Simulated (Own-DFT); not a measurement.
# Stretching a layer in its plane: wurtzite GaN, 72 atoms (Ga36N36)

No measurement is shown. These are fixed-geometry runs of a retired plane-wave code named Own-DFT, which no person has reviewed; spin and spin-orbit coupling are neglected.

All runs used: PBE; PseudoDojo norm-conserving scalar-relativistic files (stringent for Ga); cutoff 96 hartree; 4 x 4 x 3 k mesh centred on Gamma; Gaussian smearing of 0.01 eV.

Known weak points: forces not confirmed at this smearing and k mesh; stress not checked against mesh or cutoff.

Unstrained cell vectors in Å: (9.567, 0.000, 0.000); (-4.784, 8.285, 0.000); (0.000, 0.000, 10.370). The unstrained cell has measured lattice constants (interpolated for alloys), not those of this functional. That, the random moves and any unrelaxed bonds set the pressure at no strain. Each run strains x and y alike by e, as a substrate would, and holds the height along z. Each atom got a random Gaussian move of width 0.05 Å along each axis. Stress is positive in tension.

```
e (%),u (Å),(s_xx + s_yy)/2 (GPa),s_zz (GPa)
-3.00,0.052,-24.85,-12.54
-2.75,0.048,?,?
-1.25,0.049,-13.48,-9.61
-0.25,0.046,-8.52,-5.59
0.25,0.054,-6.45,-5.64
0.75,0.045,-2.99,-5.67
1.25,0.048,-0.53,-5.45
1.50,0.052,-0.70,-3.37
1.75,0.048,1.20,-3.95
3.00,0.053,6.48,-4.60
```

## Worked fit

With e as a fraction, the in-plane stress is -7.2 + 517 e - 2257 e² GPa (errors 11 and 531, scatter 0.53), and s_zz is -6.9 + 149 e GPa (slope ± 26, scatter 1.33). At e = 0 the first slope is C11 + C12 and the second 2 C13, both with the ions held to the strained lattice and at the cell's own pressure. The term in e² is negative: the layer stiffens under compression and softens under tension. A free layer would change its height as e changes, and the in-plane slope would drop by 2 C13²/C33 to the biaxial modulus. At fixed height, a misfit of 1 % moves the in-plane stress by about 5.2 GPa and s_zz by 1.5 GPa.

## Prediction

Q: what are the two stresses at e = -2.75 %?

The fitted form gives -23.1 and -11.0 GPa. Computed: -23.30 and -12.77 GPa.
